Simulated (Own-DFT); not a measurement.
# Stretching a layer in its plane: wurtzite AlGaN with randomly placed atoms, 72 atoms (Al9Ga27N36)

Everything here is calculated. The program is Own-DFT (plane waves, in-house, since retired, never reviewed by a person); positions were held fixed, and spin and spin-orbit coupling were off.

Method: PBE; PseudoDojo norm-conserving scalar-relativistic files; cutoff 42 hartree; 4 x 4 x 3 k mesh centred on Gamma; Fermi-Dirac smearing of 0.1 eV.

Known weak points: forces on such cells passed a denser k mesh, each cell not checked; stress not checked against mesh or cutoff.

Unstrained cell vectors in Å: (9.509, 0.000, 0.000); (-4.755, 8.235, 0.000); (0.000, 0.000, 10.268). The unstrained cell has measured lattice constants (interpolated for alloys), not those of this functional. That, the random moves and any unrelaxed bonds set the pressure at no strain. Each run strains x and y alike by e, as a substrate would, and holds the height along z. Random moves of width 0.05 Å per axis were added to every atom. The random placing of the alloy's atoms differs from row to row. Stress is positive in tension.

```
e (%)  u (Å)  (s_xx + s_yy)/2 (GPa)  s_zz (GPa)
-2.50  0.050                 -22.97      -11.47
-1.50  0.047                 -16.75       -9.33
-1.25  0.052                 -15.01      -11.14
-1.00  0.053                 -13.24       -8.97
-0.50  0.050                      ?           ?
 0.50  0.051                  -4.86       -6.93
 0.75  0.050                  -3.29       -5.93
 2.00  0.055                   1.95       -5.31
 2.25  0.048                   3.22       -4.18
 2.50  0.052                   4.66       -6.07
```

## Analysis

With e as a fraction, the in-plane stress is -7.6 + 550 e - 2867 e² GPa (errors 5 and 406, scatter 0.27), and s_zz is -8.0 + 134 e GPa (slope ± 19, scatter 0.98). At e = 0 the first slope is C11 + C12 and the second 2 C13, both with the ions held to the strained lattice and at the cell's own pressure. The term in e² is negative: the layer stiffens under compression and softens under tension. A free layer would change its height as e changes, and the in-plane slope would drop by 2 C13²/C33 to the biaxial modulus. At fixed height, a misfit of 1 % moves the in-plane stress by about 5.5 GPa and s_zz by 1.3 GPa.

## Test on the hidden row

Question: what are the two stresses at e = -0.50 %?

The fit gives -10.4 and -8.6 GPa. The hidden result is -10.41 and -7.26 GPa.
